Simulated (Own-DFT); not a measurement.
Ti20Si39 (TiSi2 crystal with one vacancy, atoms displaced) (calculated)

All values are calculated (Own-DFT development build). A calculation, not a measurement: plane-wave PBE density functional theory by an unreviewed code, no spin, of a simulated periodic cell, stress positive in tension, free energy of the whole cell less one offset for each atom, forces on such cells moved up to 12 meV/angstrom on a denser k mesh; offsets are fitted by least squares, one for each functional and potential file, so energies compare only between cells with the same atoms and settings and are not formation energies; the far tail of each file's local potential was reset to the Coulomb form; each entry is a single point on an unrelaxed cell, so the pressure reflects the starting lattice, taken from the Materials Project, from which strain is counted, and rises with the displacements; printed positions are rounded, which can move forces by about a meV/angstrom; the program is a retired in-house code; no spin-orbit coupling; before rounding, a Quantum ESPRESSO 7.3.1 run of the same cell and cutoff gave forces within 1 meV/angstrom rms on each cell, which checks the program and not the settings.

### Ti20Si39 (TiSi2 crystal with one vacancy, atoms displaced)

```xyz
59
Lattice="5.2953 -6.7593 3.5652 7.0604 0.0000 -7.1303 5.2953 6.7593 3.5652" Properties=species:S:1:pos:R:3 Ti20Si39
Ti    12.3794    -5.3583    -2.6615
Ti    14.1347    -1.4058    -0.9025
Si    12.3275    -0.7964    -2.6709
Si     8.8157     0.7443    -4.5058
Si     7.0425    -3.4313     4.4123
Si    12.3559    -3.4001    -0.9001
Ti     8.8175    -5.3967     0.8635
Ti    10.5703    -1.3381     2.6771
Si     8.8164    -0.7567     0.9059
Si     5.2738     0.8190    -0.8413
Si    10.5895    -3.3748     0.8709
Si     8.8421    -3.3528     2.6929
Ti    14.1296     1.4482     0.8676
Ti    10.5607    -1.4250    -0.8997
Si     8.8341    -0.7432    -2.6902
Si    10.5650    -5.9927    -0.8686
Si    10.6590    -3.3774    -2.7044
Si     8.8305    -3.3786    -0.8747
Ti     7.0773     1.4182     4.4558
Ti    10.6328    -1.3607    -4.4276
Si     1.8213    -0.7585     0.8538
Si    15.8710     0.7899    -0.8663
Si     3.5342    -3.3201     0.9364
Si     8.8362    -3.3425    -4.4049
Ti    10.6551     1.4005     4.4261
Ti     7.0808    -1.4257     2.6860
Si     5.2971    -0.8047     0.9008
Si     7.0559    -5.9792     2.6646
Si     7.0401    -3.3254     0.8752
Si     5.2724    -3.4097     2.6724
Ti    10.5736     1.3996     0.9138
Ti     7.0690    -1.3696    -0.8816
Si     5.3081    -0.7119    -2.6566
Si    12.3649     0.7485     2.6931
Si     7.0346    -3.3572    -2.6454
Si    10.5651     3.3671     2.6232
Ti    10.6099     1.4431    -2.6724
Ti     7.0828    -1.3243    -4.4682
Si    10.6903     5.9975    -2.6572
Si    12.3385     0.7494    -0.8633
Si    12.3485     3.3427    -2.7420
Si    10.6215     3.3794    -0.9011
Ti     7.1375     1.4582     0.8923
Ti     3.5380    -1.4094    -0.8944
Si     7.0337     5.9266     0.8973
Si     8.7586     0.8212     2.6671
Si     8.7729     3.4375     0.8688
Si     7.1124     3.3559     2.6816
Ti     7.0282     1.3275    -2.6837
Ti     8.8673     5.3531    -0.9128
Si    12.3701    -0.7909     0.8473
Si     8.8066     0.7754    -0.8744
Si     8.8103     3.4011    -2.6728
Si     7.0495     3.2699    -0.8944
Ti     3.4860     1.3986     0.9191
Ti     5.2485     5.3670     2.7190
Si     8.8683    -0.8117     4.4787
Si     5.3311     0.8227     2.6571
Si     5.2857     3.4080     0.8342
```

```
functional                        : PBE
potential files                   : PseudoDojo norm-conserving, scalar-relativistic, standard set
wave cutoff                       : 42 hartree
occupations                       : cold (Marzari-Vanderbilt)
smearing width                    : 0.2 eV
k mesh                            : 4 x 4 x 4 centred on Gamma
free energy of cell above offsets : -14.220 eV
pressure                          : 1.87 GPa
stress xx                         : -1.64 GPa
stress yy                         : -1.91 GPa
stress zz                         : -2.07 GPa
stress yz                         : 0.19 GPa
stress xz                         : 0.02 GPa
stress xy                         : 0.06 GPa
```

Force:
```csv
element,x (eV/Å),y (eV/Å),z (eV/Å)
Ti,-0.611,-0.354,-0.316
Ti,-0.391,0.163,0.126
Si,0.511,0.106,0.014
Si,0.467,1.04,0.872
Si,0.421,0.536,0.64
Si,0.438,0.005,0.153
Ti,-0.058,0.412,0.54
Ti,0.344,-0.553,-0.519
Si,0.076,-0.373,-0.022
Si,0.032,0.132,-0.13
Si,-0.034,-0.028,0.147
Si,-0.194,-0.27,-0.109
Ti,-0.16,-0.678,0.486
Ti,0.331,0.397,0.169
Si,0.056,-0.32,0.217
Si,0.142,0.565,-0.616
Si,-0.684,0.115,0.382
Si,-0.089,-0.035,-0.249
Ti,0.022,-0.354,0.447
Ti,-0.433,-0.276,-0.351
Si,-0.368,-0.635,0.261
Si,0.322,0.206,-0.471
Si,0.006,-0.327,-0.34
Si,-0.376,-0.02,-0.582
Ti,-1.031,-0.088,0.253
Ti,-0.312,0.589,-0.127
Si,0.116,0.055,0.044
Si,0.118,0.248,-0.178
Si,0.157,-0.352,-0.022
Si,0.649,0.133,-0.046
Ti,0.194,-0.054,-0.226
Ti,-0.104,-0.099,-0.09
Si,-0.132,-0.779,0.123
Si,0.112,0.158,-0.592
Si,0.251,0.113,-0.262
Si,0.061,0.166,0.519
Ti,-0.37,-0.826,0.141
Ti,-0.02,-0.75,0.445
Si,-1.07,-0.668,-0.201
Si,0.102,0.586,-0.643
Si,-0.121,0.531,0.115
Si,-0.1,0.129,-0.203
Ti,-1.096,-0.887,-0.031
Ti,0.055,0.381,-0.118
Si,0.234,-0.17,0.088
Si,0.873,-0.073,0.607
Si,0.643,-0.123,-0.06
Si,-0.667,0.337,0.072
Ti,0.278,0.754,0.13
Ti,-0.498,0.437,0.239
Si,-0.017,-0.428,0.758
Si,0.38,0.426,-0.489
Si,0.417,-0.232,-0.39
Si,0.087,0.889,-0.398
Ti,0.716,-0.096,-0.673
Ti,1.424,-0.014,-0.614
Si,-0.47,-0.108,-0.113
Si,-0.475,0.378,0.186
Si,-0.152,-0.019,1.002
```
